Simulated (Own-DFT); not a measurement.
# How strain changes the stress of diamond-structure SiGeSn with randomly placed atoms, 64 atoms (Ge52Si8Sn4)

These are calculations, not measurements. The program, named Own-DFT, is a retired in-house plane-wave density functional code that no person has reviewed. Each row is one single-point run on a periodic cell that was not relaxed, without spin or spin-orbit coupling.

Settings of every run: PBEsol; PseudoDojo norm-conserving scalar-relativistic files, made for PBE; cutoff 49 hartree; 3 x 3 x 3 k mesh centred on Gamma; Fermi-Dirac smearing of 0.1 eV.

Known limits: forces on such cells moved up to 12 meV/angstrom on a denser k mesh; stress not checked against mesh or cutoff.

Unstrained cell vectors in Å: (11.363, 0.000, 0.000); (0.000, 11.363, 0.000); (0.000, 0.000, 11.363). The unstrained cell has measured lattice constants (interpolated for alloys), not those of this functional. That, the random moves and any unrelaxed bonds set the pressure at no strain. Each run strains this cell uniformly, with the atoms carried along. Every atom was also moved at random, by a Gaussian of width 0.05 Å on each axis. The random placing of the alloy's atoms differs from row to row. Strain is the symmetric tensor, in per cent. Stress is positive in tension, and the pressure is minus a third of its trace.

| run | e_xx (%) | e_yy (%) | e_zz (%) | s_xx (GPa) | s_yy (GPa) | s_zz (GPa) | P (GPa) | E (meV/atom) |
|---|---|---|---|---|---|---|---|---|
| 1 | -0.25 | -0.25 | 0.00 | -2.10 | -2.18 | -2.04 | 2.11 | 10.0 |
| 2 | -0.25 | -0.25 | 0.00 | -1.91 | -2.10 | -1.81 | 1.94 | 0.0 |
| 3 | -0.50 | -0.50 | 0.00 | -2.53 | -2.53 | -2.29 | 2.45 | 9.9 |
| 4 | -0.50 | -0.50 | 0.00 | -2.70 | -2.69 | -2.33 | 2.57 | 17.0 |
| 5 | -1.25 | -1.25 | 0.00 | -3.87 | -4.02 | -3.28 | 3.72 | 25.4 |
| 6 | -1.00 | -1.00 | 0.00 | -3.70 | -3.55 | -2.67 | 3.30 | 18.3 |
| 7 | -2.25 | -2.25 | 0.00 | -6.19 | -6.15 | -4.40 | 5.58 | 40.5 |
| 8 | -1.00 | -1.00 | 0.00 | -3.35 | -3.40 | -2.76 | 3.17 | 9.4 |
| 9 | -2.50 | -2.50 | 0.00 | -6.30 | -6.22 | -4.54 | 5.69 | 22.0 |
| 10 | -1.25 | -1.25 | 0.00 | -4.19 | -4.12 | -3.20 | 3.84 | 28.3 |
| 11 | -2.00 | -2.00 | 0.00 | ? | ? | ? | ? | ? |

E is the free energy for each atom above the lowest run shown.

## Worked fit

The change of volume is close to e_xx + e_yy + e_zz. A straight line through the runs shown gives P = 1.62 - 85 x (fractional change of volume) GPa, with an error of 2 on the slope and a scatter of 0.11 GPa. The strain isn't the same on all axes, but the crystal is cubic, so the slope still estimates the bulk modulus, averaged over pressures from 1.9 to 5.7 GPa.

## Withheld run

Question: what pressure should run 11 give? Its volume changes by -3.96 %.

The line gives 5.0 GPa. The calculation gave 4.99 GPa.
